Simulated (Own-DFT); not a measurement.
# What a defect does to the pressure of its cell: wurtzite GaN

Everything here is calculated. The program is Own-DFT (plane waves, in-house, since retired, never reviewed by a person); positions were held fixed, and spin and spin-orbit coupling were off.

Settings: PBE; PseudoDojo norm-conserving scalar-relativistic files; cutoff 42 hartree; 4 x 4 x 3 k mesh centred on Gamma; Fermi-Dirac smearing of 0.1 eV.

Keep in mind (not all hold for every row): some atoms lie very close together; not probed for a lower state with spin; forces not confirmed at this smearing and k mesh; stress not checked against mesh or cutoff.

All runs share one cell, with vectors in Å (9.567, 0.000, 0.000); (-4.784, 8.285, 0.000); (0.000, 0.000, 10.370) and a volume of 822.0 Å³. The atoms are randomly displaced, by u rms on each axis. The defect's site can differ from row to row.

| cell | formula | u (Å) | P (GPa) |
|---|---|---|---|
| no defect | Ga36N36 | 0.0184 | 5.90 |
| no defect | Ga36N36 | 0.0188 | 5.88 |
| no defect | Ga36N36 | 0.0468 | 7.07 |
| one Ga on an N site | Ga37N35 | 0.0292 | 11.92 |
| one Ga on an N site | Ga37N35 | 0.0311 | 12.04 |
| one Ga on an N site | Ga37N35 | 0.0489 | ? |
| one Ga on an N site | Ga37N35 | 0.0503 | 13.15 |
| one N on a Ga site | Ga35N37 | 0.0276 | 5.36 |
| one N on a Ga site | Ga35N37 | 0.0508 | 6.63 |
| one N on a Ga site | Ga35N37 | 0.0514 | 6.65 |

## Worked fit

P = P0 + c u² + a shift for each defect gives P0 = 5.63 GPa, c = 684 ± 17 GPa/Å² and a scatter of 0.04 GPa. The shifts, and each times the cell's volume:

- one Ga on an N site: 5.75 ± 0.03 GPa, 29.5 eV
- one N on a Ga site: -0.78 ± 0.04 GPa, -4.0 eV

Against the defect-free cell, a freed cell would be larger where the shift is positive and smaller where it is negative (160.2 GPa Å³ is 1 eV). The atoms around the defects weren't relaxed, which would change these numbers.

## Check

Q: what pressure belongs in the blank (one Ga on an N site, u = 0.0489 Å)?

The fitted form gives 13.01 ± 0.05 GPa. The run itself gave 13.63 GPa. The miss is larger than the scatter suggests: chance, or a term that the fit lacks.
